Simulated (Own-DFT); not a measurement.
## Calculated data, Hf36O71 (tetragonal hafnia with one neutral oxygen vacancy, atoms displaced)

Computed with Own-DFT development build. A calculation, not a measurement: plane-wave PBE and HSE06 DFT by an unreviewed code, no spin, of a simulated cell at Gamma alone, so results move with cell size and shape, stress positive in tension, energies less offsets, not probed for a lower state with spin; hafnium file: forces about 75 meV/angstrom off all-electron values; oxygen file: force components 24 meV/angstrom off all-electron in a glass; k mesh not checked against a denser one; forces and stress are PBE's, HSE06 gives the energy alone, and its difference from PBE has offsets of its own; offsets are fitted by least squares, one for each functional and potential file, so energies compare only between cells with the same atoms and settings and are not formation energies; the far tail of each file's local potential was reset to the Coulomb form; each entry is a single point on an unrelaxed cell, so the pressure reflects the starting lattice, taken from the Materials Project, from which strain is counted, and rises with the displacements; printed positions are rounded, which can move forces by about a meV/angstrom; the program is a retired in-house code; no spin-orbit coupling.

```xyz
107
Lattice="10.7800 0.0000 0.0000 0.0000 10.7800 0.0000 0.0000 0.0000 10.4493" Properties=species:S:1:pos:R:3 formula=Hf36O71 first_functional=PBE second_functional=HSE06 exact_exchange_share=0.25 screening=0.11 exchange_divergence=Gygi-Baldereschi potential_files=PseudoDojo_norm-conserving,scalar-relativistic,made_for_PBE,standard_set wave_cutoff=48 occupations=fixed k_mesh=1_x_1_x_1_centred_on_Gamma
Hf    10.7766    10.7301    10.4385
Hf     1.8071     1.8062     2.5986
O     10.7632     1.7657     1.5833
O      1.8049    10.7672     3.6158
O      0.0027     1.8054     4.1763
O      1.8410    10.7584     1.0073
Hf    10.7789     0.0584     5.2349
Hf     1.8434     1.8078     7.8594
O     10.7343     1.7965     6.8785
O      1.7885     0.0128     8.8721
O     10.7562     1.8225     9.4119
O      1.7714    10.7576     6.2297
Hf    10.7195     3.6180    10.4373
Hf     1.8262     5.3601     2.6432
O      0.0204     5.3607     1.5474
O      1.7746     3.5335     3.6523
O     10.7636     5.4064     4.1717
O      1.7690     3.5819     1.0054
Hf    10.7628     3.6177     5.2071
Hf     1.7813     5.4069     7.8382
O      0.0239     5.3804     6.8313
O      1.8412     3.5588     8.8423
O     10.7711     5.3820     9.4434
O      1.8086     3.6037     6.2420
Hf    10.7741     7.1586     0.0056
Hf     1.7797     8.9848     2.5548
O     10.7698     8.9558     1.6019
O      1.8419     7.1824     3.6095
O      0.0310     8.9994     4.2395
O      1.8046     7.2253     1.0558
Hf    10.7401     7.1761     5.2501
Hf     1.8122     9.0025     7.8808
O      0.0294     8.9424     6.8305
O      1.8024     7.1640     8.8456
O     10.7687     8.9895     9.4342
O      1.8044     7.2247     6.2836
Hf     3.5907     0.0034    10.4352
Hf     5.3884     1.7993     2.6414
O      3.6114     1.7550     1.5921
O      5.3699    10.7478     3.5958
O      3.6137     1.8251     4.2253
O      5.3934    10.7686     1.0343
Hf     3.5882    10.7711     5.1853
Hf     5.4316     1.7533     7.8898
O      3.5768     1.7936     6.8205
O      5.3339    10.7676     8.8578
O      3.5802     1.7766     9.4234
O      5.4375     0.0245     6.2586
Hf     3.5799     3.5714    10.4173
Hf     5.4351     5.3715     2.6258
O      3.5954     5.4238     1.5974
O      5.3723     3.6274     3.6675
O      3.6050     5.3969     4.1992
O      5.3808     3.5655     1.0144
Hf     3.5988     3.5736     5.2645
Hf     5.3725     5.4337     7.8159
O      3.6061     5.3834     6.8290
O      5.4087     3.5854     8.8871
O      3.5643     5.4395     9.3656
O      5.3617     3.6158     6.2295
Hf     3.5979     7.1504    10.4266
Hf     5.3735     8.9700     2.6337
O      3.5839     8.9484     1.5865
O      5.4022     7.1833     3.6496
O      3.6020     9.0291     4.2449
O      5.3276     7.2082     1.0139
Hf     3.5844     7.1836     5.2113
Hf     5.3772     9.0101     7.8870
O      3.6126     8.9945     6.8397
O      5.3633     7.1754     8.8603
O      3.6002     8.9742     9.4294
O      5.4284     7.2140     6.2159
Hf     7.2327     0.0510    10.4294
Hf     8.9966     1.7727     2.6127
O      7.1961     1.8349     1.6256
O      8.9676     0.0151     3.6263
O      7.2578     1.8119     4.2121
Hf     7.2029    10.7393     5.2081
Hf     8.9883     1.8165     7.8831
O      7.1845     1.8533     6.8103
O      8.9660    10.7672     8.8816
O      7.2191     1.7542     9.4753
O      8.9897     0.0451     6.2071
Hf     7.1826     3.5875     0.0377
Hf     8.9708     5.3979     2.6020
O      7.1833     5.3316     1.5896
O      9.0227     3.5981     3.6197
O      7.1283     5.4011     4.1911
O      8.9707     3.5904     1.0201
Hf     7.1981     3.5423     5.2288
Hf     8.9643     5.3036     7.8350
O      7.1945     5.3831     6.8314
O      8.9318     3.6197     8.8342
O      7.1992     5.4009     9.4557
O      8.9376     3.5774     6.2565
Hf     7.2251     7.1995     0.0140
Hf     8.9674     8.9832     2.6004
O      7.2164     8.9452     1.5719
O      9.0281     7.1776     3.6436
O      7.2188     8.9763     4.1713
O      8.9980     7.1539     1.0021
Hf     7.1859     7.2223     5.2512
Hf     8.9736     8.9569     7.8237
O      7.2006     8.9828     6.8381
O      8.9695     7.1747     8.7962
O      7.1359     9.0099     9.3626
O      8.9833     7.1784     6.2407
```

Units: screening in 1/bohr; wave_cutoff in hartree.

Questions
1. Give the missing PBE stress zz for Hf36O71 (tetragonal hafnia with one neutral oxygen vacancy, atoms displaced).
2. Give the table of force values for Hf36O71 (tetragonal hafnia with one neutral oxygen vacancy, atoms displaced).

Answers
1. -1.46 GPa
2. 
Force:
```
element  x (eV/Å)  y (eV/Å)  z (eV/Å)
     Hf    -0.144      1.12     0.291
     Hf    -0.263    -0.571    -0.095
      O     0.127    -0.461    -0.055
      O     0.168     0.648    -0.127
      O    -0.105     0.091     0.471
      O    -1.068     -0.09    -0.082
     Hf     0.423    -0.871    -0.231
     Hf    -0.746    -0.263    -0.551
      O     0.849     0.142    -0.606
      O     0.006    -0.005     0.042
      O    -0.283    -0.368     0.561
      O     0.469     0.274      0.13
     Hf     0.897    -0.581     0.571
     Hf    -0.016     0.412    -0.311
      O    -0.315     0.208     0.528
      O     0.038     0.927    -0.169
      O     0.307     -0.38     0.409
      O     0.413    -0.207    -0.074
     Hf     0.265    -0.196     0.056
     Hf      0.84    -0.234    -0.191
      O    -0.826     -0.18     -0.36
      O    -0.043     0.848     0.253
      O    -0.007     -0.07    -0.527
      O    -0.697    -0.101    -0.048
     Hf     0.903     0.184     0.039
     Hf     0.496     -0.36     0.811
      O    -0.608     0.663      -0.5
      O     0.013     0.032     0.262
      O    -0.296    -0.072    -0.043
      O    -0.628    -0.228    -0.833
     Hf     0.902     0.942    -0.259
     Hf     0.029     -0.49    -0.959
      O    -0.765     0.205     0.429
      O    -0.435     0.575     0.466
      O     0.102    -0.507     0.187
      O     0.071    -0.522     -0.59
     Hf     0.547    -0.573     0.646
     Hf    -0.265     0.123    -0.288
      O    -0.128     0.414     0.044
      O     0.329     0.794     0.669
      O     0.147    -0.646    -0.426
      O      0.49      0.11    -0.524
     Hf    -0.153      0.47     1.042
     Hf    -0.707     0.844     -1.22
      O     0.799    -0.041     0.235
      O     0.138     0.622      0.32
      O     0.103     0.334     0.025
      O     -0.37     -0.03     -0.31
     Hf    -0.083     0.677     0.095
     Hf    -0.855     0.462     0.319
      O    -0.007    -0.528    -0.159
      O     0.217    -0.979    -0.557
      O    -0.379    -0.376     0.236
      O    -0.185     0.028     0.188
     Hf     0.101     0.572    -0.219
     Hf     0.302    -0.716     0.184
      O    -0.374     0.321    -0.342
      O    -0.056    -0.007    -0.291
      O      0.16    -1.482     0.604
      O     0.704    -0.162     0.303
     Hf    -0.321     0.553     0.597
     Hf    -0.333     -0.43    -1.067
      O     0.333     0.386     0.424
      O    -0.115     0.273    -0.286
      O     0.231    -1.093     -0.51
      O     1.737    -0.193    -0.026
     Hf    -0.268      0.11     0.158
     Hf     0.088    -0.752    -0.605
      O     -0.17      0.15     0.011
      O     0.174     0.282    -0.135
      O    -0.177     0.097    -0.002
      O    -0.713    -0.224     0.471
     Hf     -0.02    -1.826     1.181
     Hf     0.156     0.446     0.103
      O    -0.016    -0.513    -0.286
      O     0.048    -0.619    -0.759
      O    -0.605    -0.734    -0.106
     Hf     0.017     0.527     0.259
     Hf     0.148    -0.702    -0.657
      O    -0.038    -0.162     0.679
      O     0.096     0.022     0.141
      O    -0.306     1.077    -0.727
      O    -0.414    -0.309     0.428
     Hf    -0.608      0.56     -0.26
     Hf     0.687    -0.193     0.328
      O     0.142     0.342    -0.195
      O    -0.151     0.309     0.112
      O     0.584    -0.071     0.252
      O     0.139     0.079    -0.109
     Hf    -0.944     0.972     0.089
     Hf    -0.201     1.773    -0.622
      O    -0.179     0.094     0.006
      O     0.143    -0.974     0.998
      O     0.069    -0.101      0.22
      O     1.154     0.354    -0.033
     Hf    -1.165     0.409    -0.666
     Hf      0.29     0.041     0.607
      O    -0.146     0.165     0.022
      O    -0.235     0.042    -0.389
      O    -0.063     0.117     0.195
      O    -0.185    -0.123     0.252
     Hf     0.021    -0.859    -0.491
     Hf     0.565     0.037    -0.024
      O    -0.138     0.117    -0.719
      O     0.014    -0.089     0.672
      O       0.3    -0.235     1.016
      O    -0.161     0.126    -0.009
```

Further results for Hf36O71 (tetragonal hafnia with one neutral oxygen vacancy, atoms displaced):

```
PBE energy of cell above offsets : -101.452 eV
HSE06 less PBE above offsets     : -0.171 eV
PBE pressure                     : 0.79 GPa
PBE stress xx                    : 0 GPa
PBE stress yy                    : -0.9 GPa
PBE stress yz                    : -0.35 GPa
PBE stress xz                    : 0.07 GPa
PBE stress xy                    : 0.04 GPa
```
